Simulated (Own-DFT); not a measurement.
## Calculated data, Hf36O71 (tetragonal hafnia with one neutral oxygen vacancy, atoms displaced)

All values are calculated (Own-DFT development build). A calculation, not a measurement: plane-wave PBE and HSE06 DFT by an unreviewed code, no spin, of a simulated cell at Gamma alone, so results move with cell size and shape, stress positive in tension, energies less offsets, not probed for a lower state with spin; hafnium file: forces about 75 meV/angstrom off all-electron values; oxygen file: force components 24 meV/angstrom off all-electron in a glass; k mesh not checked against a denser one; forces and stress are PBE's, HSE06 gives the energy alone, and its difference from PBE has offsets of its own; offsets are fitted by least squares, one for each functional and potential file, so energies compare only between cells with the same atoms and settings and are not formation energies; the far tail of each file's local potential was reset to the Coulomb form; each entry is a single point on an unrelaxed cell, so the pressure reflects the starting lattice, taken from the Materials Project, from which strain is counted, and rises with the displacements; printed positions are rounded, which can move forces by about a meV/angstrom; the program is a retired in-house code; no spin-orbit coupling.

## Hf36O71 (tetragonal hafnia with one neutral oxygen vacancy, atoms displaced)

```
cell vectors (Å)
  10.7800     0.0000     0.0000
   0.0000    10.7800     0.0000
   0.0000     0.0000    10.4493
atoms (fractions of the cell vectors)
Hf  0.00619  0.00626  0.00264
Hf  0.16317  0.16126  0.24916
O   0.99957  0.16115  0.15527
O   0.16664  0.01170  0.34845
O   0.99591  0.16316  0.40118
O   0.16377  0.99844  0.10262
Hf  0.00699  0.00752  0.49337
Hf  0.16577  0.15034  0.75707
O   0.00096  0.16427  0.65461
O   0.16737  0.99978  0.84239
O   0.00560  0.16432  0.89562
O   0.16269  0.99838  0.59528
Hf  0.99143  0.33048  0.00076
Hf  0.16089  0.49749  0.24007
O   0.99463  0.50288  0.14805
O   0.16545  0.34074  0.34675
O   0.99435  0.50437  0.39692
O   0.16899  0.33295  0.09339
Hf  0.00198  0.32913  0.49820
Hf  0.17234  0.49925  0.75250
O   0.00400  0.50030  0.65647
O   0.16470  0.33442  0.85276
O   0.00210  0.49755  0.89551
O   0.16414  0.33147  0.59733
Hf  0.99918  0.66552  0.99178
Hf  0.16584  0.83095  0.24989
O   0.99928  0.83402  0.15571
O   0.16663  0.67128  0.34706
O   0.00213  0.83337  0.39708
O   0.16030  0.66604  0.09797
Hf  0.00624  0.67615  0.49542
Hf  0.17064  0.83399  0.75166
O   0.00018  0.82933  0.65839
O   0.16883  0.66357  0.84411
O   0.01112  0.83223  0.90686
O   0.17169  0.66986  0.60173
Hf  0.33494  0.00069  0.00273
Hf  0.51090  0.17424  0.25276
O   0.33713  0.16474  0.16677
O   0.50724  0.99580  0.34447
O   0.34083  0.16598  0.39673
O   0.49784  0.00106  0.10541
Hf  0.33403  0.99767  0.49672
Hf  0.49037  0.16637  0.75294
O   0.33716  0.16858  0.65803
O   0.49673  0.00789  0.84552
O   0.34424  0.16262  0.91255
O   0.49415  0.99590  0.59510
Hf  0.32903  0.33985  0.00080
Hf  0.50555  0.50411  0.26185
O   0.33950  0.49921  0.14983
O   0.51184  0.34206  0.34552
O   0.34050  0.49074  0.40353
O   0.49973  0.32548  0.09728
Hf  0.33988  0.33618  0.48596
Hf  0.50369  0.49593  0.75121
O   0.34019  0.50432  0.65466
O   0.49902  0.32954  0.84765
O   0.34109  0.50436  0.89473
O   0.49941  0.33530  0.59548
Hf  0.33244  0.66186  0.00060
Hf  0.49993  0.82758  0.25030
O   0.32756  0.83924  0.15172
O   0.49750  0.68468  0.35361
O   0.33342  0.83922  0.39819
O   0.50259  0.66496  0.09321
Hf  0.33763  0.66388  0.50682
Hf  0.49297  0.83963  0.74786
O   0.33814  0.83763  0.64802
O   0.49212  0.66779  0.84874
O   0.34158  0.83512  0.90391
O   0.50006  0.66017  0.60416
Hf  0.66397  0.99900  0.99253
Hf  0.83650  0.16411  0.24265
O   0.66404  0.17142  0.15447
O   0.82772  0.99968  0.34597
O   0.66813  0.15259  0.40246
O   0.83548  0.00523  0.09573
Hf  0.66186  0.99882  0.50308
Hf  0.83444  0.17202  0.74701
O   0.66360  0.16643  0.64668
O   0.82492  0.00352  0.85124
O   0.83419  0.00785  0.60162
Hf  0.67249  0.33070  0.00198
Hf  0.83587  0.50239  0.25496
O   0.67287  0.50258  0.15473
O   0.83604  0.33570  0.34372
O   0.67495  0.49094  0.40383
O   0.83472  0.33679  0.09722
Hf  0.66878  0.33202  0.49955
Hf  0.83213  0.50192  0.75367
O   0.66312  0.50644  0.65262
O   0.83917  0.33874  0.84742
O   0.66898  0.50287  0.89897
O   0.83608  0.33781  0.59738
Hf  0.67166  0.67415  0.00039
Hf  0.83250  0.83996  0.24459
O   0.66213  0.82924  0.14962
O   0.83063  0.66722  0.35809
O   0.67052  0.83466  0.40615
O   0.82811  0.67014  0.09638
Hf  0.67300  0.66527  0.49532
Hf  0.84055  0.83042  0.75473
O   0.66340  0.83563  0.65125
O   0.82673  0.66299  0.84517
O   0.66512  0.83597  0.89974
O   0.83167  0.67684  0.59085
```

* first functional: PBE
* second functional: HSE06
* exact exchange share: 0.25
* screening: 0.11 1/bohr
* exchange divergence: Gygi-Baldereschi
* potential files: PseudoDojo norm-conserving, scalar-relativistic, made for PBE, standard set
* wave cutoff: 48 hartree
* occupations: fixed
* k mesh: 1 x 1 x 1 centred on Gamma
* PBE energy of cell above offsets: -96.285 eV
* HSE06 less PBE above offsets: 0.089 eV
* PBE pressure: 2.41 GPa
* PBE stress xx: -0.93 GPa
* PBE stress yy: -3.41 GPa
* PBE stress zz: -2.87 GPa
* PBE stress yz: 1.94 GPa
* PBE stress xz: -0.19 GPa
* PBE stress xy: 0.02 GPa

Force:
```tsv
element	x (eV/Å)	y (eV/Å)	z (eV/Å)
Hf	-1.532	-1.09	-0.021
Hf	2.571	2.038	-0.229
O	0.337	0.568	-1.522
O	-0.35	-2.365	0.714
O	0.078	1.432	-0.759
O	0.417	0.695	-0.681
Hf	-2.341	-1.526	1.323
Hf	0.205	5.571	-2.711
O	0.579	0.08	-0.468
O	0.232	-2.434	2.341
O	-0.19	0.129	1.068
O	1.122	-0.048	0.692
Hf	1.976	1.057	-1.602
Hf	0.132	0.668	0.681
O	0.684	-0.39	-0.449
O	-0.308	-1.206	-0.453
O	0.726	-0.204	0.542
O	-1.653	0.328	0.922
Hf	0.531	1.862	0.733
Hf	-0.585	-1.417	-1.245
O	-0.487	0.449	-0.344
O	0.868	-0.827	-0.357
O	-0.323	0.51	1.346
O	0.985	0.189	-0.89
Hf	-0.142	-0.856	1.157
Hf	0.276	0.583	0.039
O	-0.13	0.141	-0.527
O	0.31	-1.659	0.079
O	0.179	1.344	0.437
O	0.548	-0.201	-0.308
Hf	-0.85	-1.7	0.868
Hf	-0.173	-1.715	-0.901
O	0.963	-0.013	-0.214
O	0.016	1.097	0.897
O	-0.641	0.86	-0.461
O	-0.093	0.308	-0.635
Hf	1.381	-0.445	1.794
Hf	-2.188	-1.959	0.073
O	-1.287	0.037	-1.041
O	-0.348	0.309	0.359
O	-0.031	0.554	1.304
O	0.554	0.02	-1.837
Hf	0.572	0.749	-0.562
Hf	1.859	1.277	-0.716
O	-2.173	-0.59	-0.396
O	0.922	-1.497	0.975
O	-1.289	1.053	-0.406
O	0.26	0.319	0.404
Hf	1.655	-0.644	-0.506
Hf	0.318	1.046	-2.375
O	-0.8	0.214	0.377
O	-0.169	-1.346	0.788
O	0.307	3.763	-1.4
O	0.436	0.551	-0.236
Hf	-1.239	-2.774	3.226
Hf	-0.126	1.336	0.299
O	-1.379	-0.211	-0.742
O	0.574	0.149	0.312
O	-0.937	-1.134	1.189
O	0.337	0.081	-0.528
Hf	1.407	0.725	-0.421
Hf	-0.462	3.797	-1.481
O	0.475	-0.795	-0.035
O	0.071	-4.739	1.133
O	-0.789	-0.849	0.506
O	-0.705	0.119	0.87
Hf	0.401	0.264	0.138
Hf	2.235	-1.545	0.498
O	-1.865	-0.26	-0.048
O	0.381	0.348	-0.424
O	-1.005	0.187	-0.278
O	-0.021	0.672	-1.259
Hf	0.002	0.889	0.672
Hf	-1.885	-0.212	1.786
O	2.296	0.051	-1.245
O	0.98	0.2	-0.623
O	-0.167	3.495	-0.621
O	-0.423	-0.281	0.018
Hf	0.703	-1.225	0.63
Hf	-1.183	-1.459	-0.645
O	0.111	0.411	1.484
O	0.353	-0.201	-0.33
O	0.757	-0.447	-0.728
Hf	-1.99	0.387	-0.573
Hf	-0.336	0.585	0.401
O	-1.2	-0.163	0.495
O	-0.008	-1.491	-0.05
O	-0.743	2.118	-0.422
O	-0.153	-0.755	0.326
Hf	-0.093	-1.566	0.883
Hf	0.262	-0.479	-1.836
O	1.608	-0.602	-0.394
O	-0.39	-1.126	0.673
O	-0.056	-0.814	0.789
O	-0.344	-0.41	-0.003
Hf	-1.923	-1.043	-0.58
Hf	-0.807	-0.874	1.052
O	1.097	0.39	-0.022
O	0.023	0.458	-1.809
O	0.107	-0.549	-0.682
O	2.105	0.239	0.053
Hf	-0.337	0.942	1.307
Hf	-2.344	1.305	-1.592
O	0.465	0.003	0.883
O	0.973	1.52	0.815
O	0.098	-0.068	0.135
O	1.18	-0.259	1.137
```
